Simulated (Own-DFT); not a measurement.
Simulation results for GaP (zincblende, atoms displaced)

All values are calculated (Own-DFT development build). A calculation, not a measurement: plane-wave PBE density functional theory by an unreviewed code, no spin, of a simulated periodic cell, stress positive in tension, free energy of the whole cell less one offset for each atom, forces on such cells passed a denser k mesh, this cell's mesh not checked; offsets are fitted by least squares, one for each functional and potential file, so energies compare only between cells with the same atoms and settings and are not formation energies; the far tail of each file's local potential was reset to the Coulomb form; each entry is a single point on an unrelaxed cell, so the pressure reflects the starting lattice, mostly measured values (interpolated for alloys), from which strain is counted, and rises with the displacements; printed positions are rounded, which can move forces by about a meV/angstrom; the program, named Own-DFT, is a retired in-house code; no spin-orbit coupling; before rounding, a Quantum ESPRESSO 7.3.1 run of the same cell and cutoff gave forces within 1 meV/angstrom rms on each cell, which checks the program and not the settings.

```json
{"formula": "GaP", "kind": "zincblende, atoms displaced", "structure": {"cell_angstrom": [[16.3515, 0.0, 0.0], [0.0, 10.901, 0.0], [0.0, 0.0, 10.901]], "atoms_fractional": [["Ga", 0.00862, 0.00785, 0.9952], ["Ga", 0.99883, 0.24738, 0.26432], ["Ga", 0.18017, 0.99422, 0.24223], ["Ga", 0.16607, 0.24876, 0.00802], ["P", 0.08358, 0.13804, 0.13816], ["P", 0.08159, 0.37368, 0.37546], ["P", 0.24992, 0.13264, 0.37287], ["P", 0.2596, 0.38036, 0.13678], ["Ga", 0.00339, 0.02322, 0.49692], ["Ga", 0.99798, 0.2414, 0.74718], ["Ga", 0.16099, 0.00548, 0.76185], ["Ga", 0.17315, 0.24279, 0.50004], ["P", 0.08139, 0.12494, 0.62615], ["P", 0.09285, 0.36058, 0.87222], ["P", 0.26116, 0.13465, 0.86303], ["P", 0.2553, 0.37066, 0.61314], ["Ga", 0.00246, 0.49659, 0.99219], ["Ga", 0.9908, 0.74074, 0.24182], ["Ga", 0.16712, 0.49154, 0.25786], ["Ga", 0.17083, 0.75465, 0.00521], ["P", 0.08382, 0.63265, 0.12766], ["P", 0.08201, 0.87875, 0.38114], ["P", 0.25389, 0.62957, 0.39296], ["P", 0.25431, 0.86892, 0.12691], ["Ga", 0.99762, 0.49811, 0.49953], ["Ga", 0.01251, 0.74417, 0.74802], ["Ga", 0.17157, 0.49779, 0.74401], ["Ga", 0.1627, 0.74389, 0.51826], ["P", 0.08802, 0.62811, 0.63653], ["P", 0.08327, 0.87829, 0.87966], ["P", 0.25629, 0.62514, 0.88812], ["P", 0.24623, 0.86247, 0.64], ["Ga", 0.33272, 0.99577, 0.99192], ["Ga", 0.32839, 0.24475, 0.24507], ["Ga", 0.49781, 0.99321, 0.24146], ["Ga", 0.49674, 0.25406, 0.9989], ["P", 0.40938, 0.12562, 0.11585], ["P", 0.40862, 0.38111, 0.37743], ["P", 0.58466, 0.15194, 0.37277], ["P", 0.58041, 0.3591, 0.1263], ["Ga", 0.33643, 0.97782, 0.50609], ["Ga", 0.33195, 0.25411, 0.74273], ["Ga", 0.50213, 0.00174, 0.76647], ["Ga", 0.51592, 0.26253, 0.50887], ["P", 0.42424, 0.12633, 0.61797], ["P", 0.4144, 0.38136, 0.87457], ["P", 0.57741, 0.11512, 0.85857], ["P", 0.5802, 0.37684, 0.6179], ["Ga", 0.33689, 0.52137, 0.99889], ["Ga", 0.33626, 0.74393, 0.25173], ["Ga", 0.49406, 0.49968, 0.23427], ["Ga", 0.51328, 0.76117, 0.00126], ["P", 0.41419, 0.62407, 0.1142], ["P", 0.42559, 0.88801, 0.38008], ["P", 0.5904, 0.61666, 0.36077], ["P", 0.57735, 0.89448, 0.13288], ["Ga", 0.32841, 0.4996, 0.49606], ["Ga", 0.33894, 0.74824, 0.75862], ["Ga", 0.5006, 0.50503, 0.75696], ["Ga", 0.49946, 0.73505, 0.5107], ["P", 0.41271, 0.61823, 0.63502], ["P", 0.416, 0.86644, 0.86676], ["P", 0.57767, 0.62564, 0.86609], ["P", 0.57065, 0.88664, 0.62291], ["Ga", 0.65697, 0.00123, 0.9882], ["Ga", 0.66527, 0.23679, 0.26316], ["Ga", 0.82869, 0.99823, 0.26662], ["Ga", 0.82881, 0.25768, 0.00991], ["P", 0.74519, 0.13467, 0.11511], ["P", 0.74395, 0.37791, 0.36371], ["P", 0.90916, 0.13594, 0.38234], ["P", 0.91985, 0.37777, 0.12787], ["Ga", 0.67248, 0.98461, 0.50537], ["Ga", 0.66558, 0.24152, 0.74536], ["Ga", 0.82555, 0.00352, 0.73087], ["Ga", 0.83131, 0.24284, 0.51005], ["P", 0.75553, 0.11755, 0.64269], ["P", 0.74582, 0.37745, 0.88304], ["P", 0.91569, 0.13744, 0.85876], ["P", 0.92214, 0.38693, 0.63151], ["Ga", 0.66977, 0.49862, 0.99555], ["Ga", 0.66709, 0.75057, 0.23778], ["Ga", 0.83, 0.48871, 0.25259], ["Ga", 0.83262, 0.73423, 0.99638], ["P", 0.75356, 0.61117, 0.10532], ["P", 0.75735, 0.87174, 0.38341], ["P", 0.91006, 0.61342, 0.38249], ["P", 0.91209, 0.88199, 0.12929], ["Ga", 0.66335, 0.49182, 0.50876], ["Ga", 0.66023, 0.74323, 0.75429], ["Ga", 0.83402, 0.48627, 0.7504], ["Ga", 0.8428, 0.75437, 0.49525], ["P", 0.73787, 0.62551, 0.62776], ["P", 0.7521, 0.85797, 0.88575], ["P", 0.92612, 0.61768, 0.87561], ["P", 0.91222, 0.88021, 0.61913]]}, "settings": {"functional": "PBE", "potential_files": "PseudoDojo norm-conserving, scalar-relativistic, standard set", "wave_cutoff [hartree]": 42.0, "occupations": "Fermi-Dirac", "smearing_width [eV]": 0.1, "k_mesh": "2 x 3 x 3 centred on Gamma"}, "results": {"free_energy_of_cell_above_offsets [eV]": "-38.053", "pressure [GPa]": 5.07, "stress_xx [GPa]": -5.21, "stress_yy [GPa]": -5.02, "stress_zz [GPa]": -4.98, "stress_yz [GPa]": -0.22, "stress_xz [GPa]": 0.69, "stress_xy [GPa]": -0.35, "force_element": ["Ga", "Ga", "Ga", "Ga", "P", "P", "P", "P", "Ga", "Ga", "Ga", "Ga", "P", "P", "P", "P", "Ga", "Ga", "Ga", "Ga", "P", "P", "P", "P", "Ga", "Ga", "Ga", "Ga", "P", "P", "P", "P", "Ga", "Ga", "Ga", "Ga", "P", "P", "P", "P", "Ga", "Ga", "Ga", "Ga", "P", "P", "P", "P", "Ga", "Ga", "Ga", "Ga", "P", "P", "P", "P", "Ga", "Ga", "Ga", "Ga", "P", "P", "P", "P", "Ga", "Ga", "Ga", "Ga", "P", "P", "P", "P", "Ga", "Ga", "Ga", "Ga", "P", "P", "P", "P", "Ga", "Ga", "Ga", "Ga", "P", "P", "P", "P", "Ga", "Ga", "Ga", "Ga", "P", "P", "P", "P"], "force_x [eV/angstrom]": [-1.722, -0.703, -1.994, 1.664, 0.473, 0.382, 0.721, -1.444, -0.928, 1.348, 1.296, -1.488, 1.398, -1.113, -2.427, -1.16, 1.375, 0.23, 0.439, -0.657, 0.406, 0.234, -1.661, 0.809, 1.037, -2.563, 0.624, 0.676, -0.512, 0.547, -2.328, 0.437, 0.1, 1.411, -2.032, -0.244, 0.922, 1.837, -2.403, 0.832, -0.906, 2.129, -3.674, -4.58, -0.55, -0.112, 2.454, 2.019, -0.271, 0.557, 0.329, -1.845, 2.333, -0.578, -1.254, 3.224, 1.383, -1.513, -1.025, 0.41, 0.063, 1.544, 1.251, 1.568, 1.586, 2.766, 0.505, 1.275, -0.402, 0.107, 0.754, 0.146, -1.072, -0.201, 4.307, -0.451, -4.625, 0.638, -1.612, -0.436, -2.811, 0.676, 0.537, 1.96, -0.304, -1.767, 0.605, 0.114, 0.973, 0.351, -0.994, -1.131, 2.193, -1.236, -1.275, 2.049], "force_y [eV/angstrom]": [0.883, 0.711, 0.91, 0.363, -1.921, -0.086, -2.347, 0.792, -2.072, 1.995, 0.189, 0.584, 0.66, 1.238, -1.494, 0.494, -0.727, 0.922, 1.318, -0.423, -1.364, -0.49, 0.718, 0.192, 0.53, 1.656, -0.661, 1.462, -2.458, -0.79, 1.073, 1.212, -0.114, 0.237, 3.83, -0.61, -0.496, -0.941, -5.208, 1.427, 1.817, 0.394, -2.15, -2.313, -0.076, -0.221, 3.742, 1.978, -3.759, 0.41, -0.72, -0.71, 2.481, -2.664, 0.24, -2.516, 0.005, -1.002, -1.408, 0.422, -0.239, 1.48, 0.096, -1.399, -0.117, 2.49, 1.179, 0.104, -1.91, -1.019, -1.0, -0.412, 1.423, 1.081, -4.699, 2.051, 3.957, -1.454, -2.074, -2.074, -0.27, -0.051, 0.831, 0.896, 0.844, -0.837, 0.438, -0.279, 1.046, 1.736, 1.785, -1.158, -0.281, 1.751, 0.886, 0.058], "force_z [eV/angstrom]": [0.944, -0.801, 1.485, 0.128, -0.673, 1.248, 0.223, -1.898, -0.632, -0.555, -0.732, 0.197, 0.313, -0.476, 1.888, 1.022, 0.932, 1.16, -0.345, -0.245, -0.276, -0.594, -1.709, -0.693, 0.099, 1.128, 1.016, -1.96, -1.278, 0.07, -2.37, -0.069, -0.249, 0.971, 2.037, -0.63, 0.456, -0.756, 2.23, -0.133, 0.626, -0.936, -3.438, -2.671, 0.676, -0.04, 3.149, 4.393, 0.146, 0.781, 1.062, -0.283, 1.603, -0.348, 0.804, -2.043, 0.751, -0.91, -0.996, -1.208, -0.947, 2.121, 2.376, 0.242, 0.528, -3.711, -1.965, -0.92, 1.304, 2.238, -0.68, 0.037, 0.163, 0.501, 5.073, 0.212, -4.584, -1.814, 2.436, -0.638, 0.149, 0.245, -0.801, 0.14, 2.8, -0.937, -1.239, -0.697, -1.743, -0.673, 0.59, 1.061, -0.387, -1.606, -1.165, 0.699]}}
```
